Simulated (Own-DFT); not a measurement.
Si3N4 (beta silicon nitride, strained, atoms displaced) (calculated)

A calculation, not a measurement: plane-wave PBE density functional theory by an unreviewed code, no spin, of a simulated periodic cell, stress positive in tension, free energy of the whole cell less one offset for each atom, forces on such cells moved up to 12 meV/angstrom on a denser k mesh; offsets are fitted by least squares, one for each functional and potential file, so energies compare only between cells with the same atoms and settings and are not formation energies; the far tail of each file's local potential was reset to the Coulomb form; each entry is a single point on an unrelaxed cell, so the pressure reflects the starting lattice, mostly measured values (interpolated for alloys), from which strain is counted, and rises with the displacements; printed positions are rounded, which can move forces by about a meV/angstrom; the program, named Own-DFT, is a retired in-house code; no spin-orbit coupling; before rounding, a Quantum ESPRESSO 7.3.1 run of the same cell and cutoff gave forces within 1 meV/angstrom rms on each cell, which checks the program and not the settings. Program: Own-DFT development build.

### Si3N4 (beta silicon nitride, strained, atoms displaced)

```
CELL_PARAMETERS angstrom
15.02630 -0.01910 -0.03860
-7.52970 13.18040 -0.03700
-0.01480 -0.02490 5.75500
ATOMIC_POSITIONS crystal
Si 0.08495 0.38311 0.10211
Si 0.11432 0.20385 0.12013
Si 0.30136 0.41478 0.12074
Si 0.41068 0.11539 0.37217
Si 0.38093 0.29403 0.35598
Si 0.20107 0.08133 0.38375
N 0.15129 0.00920 0.10860
N 0.48575 0.15434 0.12818
N 0.35484 0.33478 0.10862
N 0.33108 0.48613 0.37522
N 0.01651 0.34847 0.37597
N 0.15563 0.16787 0.38049
N 0.16474 0.33012 0.12330
N 0.33991 0.16793 0.36835
Si 0.08357 0.38520 0.63996
Si 0.11919 0.19998 0.63048
Si 0.29770 0.41173 0.63908
Si 0.41354 0.11749 0.87449
Si 0.38877 0.30488 0.87637
Si 0.20276 0.08996 0.87768
N 0.17170 0.01327 0.62416
N 0.48257 0.14317 0.61792
N 0.34335 0.33491 0.61888
N 0.33609 0.47882 0.87374
N 0.01902 0.34790 0.87588
N 0.14613 0.16267 0.88962
N 0.16577 0.33504 0.63724
N 0.33020 0.16824 0.86903
Si 0.08990 0.88693 0.12274
Si 0.11529 0.70580 0.12316
Si 0.29960 0.91332 0.11636
Si 0.41295 0.61332 0.37467
Si 0.38013 0.79759 0.37379
Si 0.19392 0.58579 0.39230
N 0.16151 0.51818 0.13131
N 0.48720 0.64910 0.12669
N 0.34665 0.83019 0.12304
N 0.34170 0.99116 0.38568
N 0.01251 0.85089 0.37741
N 0.15175 0.67150 0.35677
N 0.16731 0.83021 0.13881
N 0.32871 0.66342 0.37820
Si 0.08759 0.88660 0.61993
Si 0.11262 0.70490 0.61033
Si 0.29770 0.91781 0.63321
Si 0.41331 0.61054 0.87040
Si 0.38486 0.80406 0.87705
Si 0.20419 0.58841 0.87448
N 0.16640 0.51622 0.62066
N 0.48899 0.65566 0.61756
N 0.35119 0.83263 0.63042
N 0.33936 0.98411 0.86386
N 0.00926 0.84434 0.88394
N 0.14833 0.66144 0.87427
N 0.16023 0.82944 0.60828
N 0.33199 0.66676 0.86017
Si 0.58474 0.38846 0.12446
Si 0.61485 0.20420 0.12624
Si 0.80079 0.41400 0.13187
Si 0.91860 0.11942 0.36623
Si 0.88391 0.29923 0.37399
Si 0.70063 0.08618 0.36836
N 0.66532 0.01308 0.13372
N 0.98678 0.15048 0.11205
N 0.85727 0.33723 0.12152
N 0.83417 0.48084 0.38042
N 0.52044 0.34937 0.36999
N 0.65231 0.16783 0.37788
N 0.66015 0.33060 0.14449
N 0.82943 0.16575 0.37028
Si 0.58541 0.38808 0.62877
Si 0.60948 0.19249 0.64004
Si 0.79889 0.41783 0.62631
Si 0.91542 0.11619 0.87047
Si 0.87921 0.29919 0.87651
Si 0.69792 0.08781 0.87790
N 0.66883 0.01738 0.61191
N 0.98307 0.15350 0.62263
N 0.84793 0.33092 0.61609
N 0.83464 0.48053 0.88900
N 0.52058 0.35035 0.86925
N 0.65447 0.17143 0.86586
N 0.67104 0.33189 0.62226
N 0.83186 0.16426 0.87225
Si 0.59127 0.88803 0.12344
Si 0.61179 0.69788 0.14465
Si 0.79998 0.91301 0.12034
Si 0.91715 0.61531 0.37186
Si 0.88937 0.79651 0.38104
Si 0.70336 0.58488 0.38486
N 0.66219 0.51058 0.12755
N 0.98400 0.64750 0.12234
N 0.85357 0.83868 0.11989
N 0.82926 0.98471 0.37462
N 0.51797 0.84954 0.37514
N 0.65212 0.67043 0.37659
N 0.67080 0.83900 0.12181
N 0.83512 0.66900 0.38008
Si 0.58842 0.88288 0.62330
Si 0.60843 0.69629 0.63528
Si 0.79589 0.90997 0.61352
Si 0.91665 0.62170 0.85880
Si 0.88492 0.80357 0.87289
Si 0.69957 0.58347 0.88360
N 0.66469 0.51532 0.62452
N 0.98295 0.64867 0.64574
N 0.84946 0.83555 0.63710
N 0.83003 0.98033 0.87522
N 0.51509 0.84996 0.87995
N 0.64728 0.67211 0.87130
N 0.66776 0.83237 0.63053
N 0.83974 0.66982 0.86513
```

```
functional                        : PBE
potential files                   : PseudoDojo norm-conserving, scalar-relativistic, standard set
wave cutoff                       : 42 hartree
occupations                       : Fermi-Dirac
smearing width                    : 0.1 eV
k mesh                            : 2 x 2 x 4 centred on Gamma
free energy of cell above offsets : -4.947 eV
pressure                          : 14.9 GPa
stress xx                         : -13.68 GPa
stress yy                         : -9.64 GPa
stress zz                         : -21.39 GPa
stress yz                         : -0.1 GPa
stress xz                         : -1.13 GPa
stress xy                         : -0.57 GPa
```

Force:
| element | x (eV/Å) | y (eV/Å) | z (eV/Å) |
| --- | --- | --- | --- |
| Si | 2.526 | 2.45 | 7.944 |
| Si | 0.278 | 0.679 | 2.825 |
| Si | -2.282 | -1.735 | 2.492 |
| Si | 3.106 | 1.045 | -0.189 |
| Si | 1.501 | 0.929 | 3.174 |
| Si | 0.216 | 2.341 | -3.113 |
| N | 1.598 | 4.044 | 2.339 |
| N | -0.904 | -1.349 | -1.335 |
| N | -2.936 | 1.915 | 3.494 |
| N | 1.212 | -1.486 | 0.398 |
| N | -0.392 | 0.232 | -0.666 |
| N | 0.46 | -0.991 | -0.932 |
| N | 1.493 | 1.958 | -0.002 |
| N | -4.643 | -0.571 | 0.023 |
| Si | 2.375 | 0.126 | -5.108 |
| Si | -3.023 | 2.648 | -0.034 |
| Si | -3.742 | -0.429 | -4.832 |
| Si | -0.323 | 0.502 | -0.349 |
| Si | 1.768 | -2.871 | -5.357 |
| Si | -0.123 | -0.804 | -0.214 |
| N | -0.592 | 0.273 | 1.417 |
| N | -0.809 | 0.347 | 2.041 |
| N | 4.468 | -2.279 | -0.493 |
| N | 0.516 | 3.813 | 1.504 |
| N | -5.646 | -2.376 | -1.974 |
| N | 1.685 | -0.888 | -2.801 |
| N | 0.956 | -1.022 | -0.152 |
| N | 1.674 | 0.764 | 0.183 |
| Si | -0.963 | -4.202 | 0.189 |
| Si | 0.464 | -2.133 | -2.989 |
| Si | -0.325 | -0.181 | 2.242 |
| Si | -2.552 | 1.498 | -0.533 |
| Si | 3.54 | -2.179 | 0.911 |
| Si | 2.381 | 1.536 | -4.331 |
| N | 0.173 | -1.702 | -1.21 |
| N | -2.474 | -1.801 | -0.42 |
| N | -1.855 | 1.96 | 0.713 |
| N | -0.827 | -3.855 | -2.302 |
| N | 3.549 | 1.81 | -0.663 |
| N | 0.296 | -1.101 | 3.924 |
| N | -0.953 | 3.899 | -1.148 |
| N | 0.254 | 0.995 | -0.287 |
| Si | -1.14 | -2.01 | 2.1 |
| Si | 2.551 | -1.736 | 2.2 |
| Si | 0.488 | -4.329 | -4.54 |
| Si | -1.803 | 2.509 | 0.199 |
| Si | 3.494 | -3.696 | -0.39 |
| Si | -0.102 | -0.225 | 1.228 |
| N | -0.776 | -2.095 | 3.127 |
| N | -4.056 | -3.086 | 1.077 |
| N | -3.615 | 2.498 | -1.668 |
| N | -0.531 | 2.243 | 4.554 |
| N | 3.763 | 2.062 | -1.966 |
| N | -2.091 | 1.971 | -1.432 |
| N | 1.415 | 3.132 | 1.041 |
| N | 2.213 | 0.311 | 0.867 |
| Si | 3.293 | -3.093 | 0.261 |
| Si | 1.113 | 0.909 | 1.194 |
| Si | -1.786 | -2.976 | -0.354 |
| Si | -3.697 | -1.293 | 0.376 |
| Si | 2.518 | -2.643 | -0.157 |
| Si | 0.775 | 1.409 | 1.339 |
| N | -0.984 | 1.762 | -3.082 |
| N | 0.08 | -0.215 | 1.895 |
| N | -2.872 | 1.718 | 1.391 |
| N | 0.433 | 3.97 | -0.524 |
| N | -4.345 | -0.953 | 1.35 |
| N | -0.74 | -0.649 | -0.612 |
| N | 1.939 | 2.044 | -1.221 |
| N | 2.075 | 1.205 | -0.396 |
| Si | 4.755 | -1.957 | -2.637 |
| Si | -0.68 | 4.909 | -6.179 |
| Si | 0.206 | -3.845 | 1.959 |
| Si | -3.15 | -2.275 | -0.808 |
| Si | 3.014 | -3.04 | -2.753 |
| Si | 3.328 | -1.415 | -0.969 |
| N | -1.179 | -1.481 | 2.933 |
| N | 3.089 | 0.441 | -0.306 |
| N | -1.333 | 2.174 | 2.068 |
| N | 0.015 | 3.394 | -2.211 |
| N | -3.462 | -0.931 | 1.1 |
| N | 1.136 | -1.468 | 5.414 |
| N | -2.989 | -0.178 | 0.833 |
| N | -0.539 | 1.474 | 0.394 |
| Si | 0.048 | -2.102 | 0.755 |
| Si | 0.358 | 5.12 | -4.192 |
| Si | -1.494 | 0.343 | 0.763 |
| Si | -1.97 | -0.642 | 0.644 |
| Si | -5.058 | 0.065 | -0.711 |
| Si | -0.455 | 2.532 | -1.714 |
| N | -0.03 | 3.618 | 0.484 |
| N | 0.318 | 0.576 | 0.132 |
| N | 0.939 | -1.022 | 2.584 |
| N | 1.643 | 1.422 | -0.752 |
| N | -2.34 | -0.819 | -0.831 |
| N | 2.867 | -2.759 | 2.806 |
| N | -0.176 | -3.223 | 0.574 |
| N | 0.744 | -2.153 | -0.384 |
| Si | 0.334 | 0.988 | 0.619 |
| Si | 2.614 | 5.247 | -2.999 |
| Si | -1.28 | 1.262 | 1.652 |
| Si | -3.49 | -4.166 | 8.248 |
| Si | 0.217 | -3.003 | 1.586 |
| Si | 0.681 | 3.641 | -0.983 |
| N | -0.358 | 0.02 | 1.369 |
| N | 4.121 | 1.494 | -8.928 |
| N | 0.689 | -0.094 | -3.984 |
| N | 1.026 | 2.718 | -1.513 |
| N | -0.192 | 0.499 | -0.886 |
| N | 4.262 | -3.782 | 4.327 |
| N | -0.718 | -1.5 | -0.435 |
| N | -4.25 | -0.639 | 0.69 |
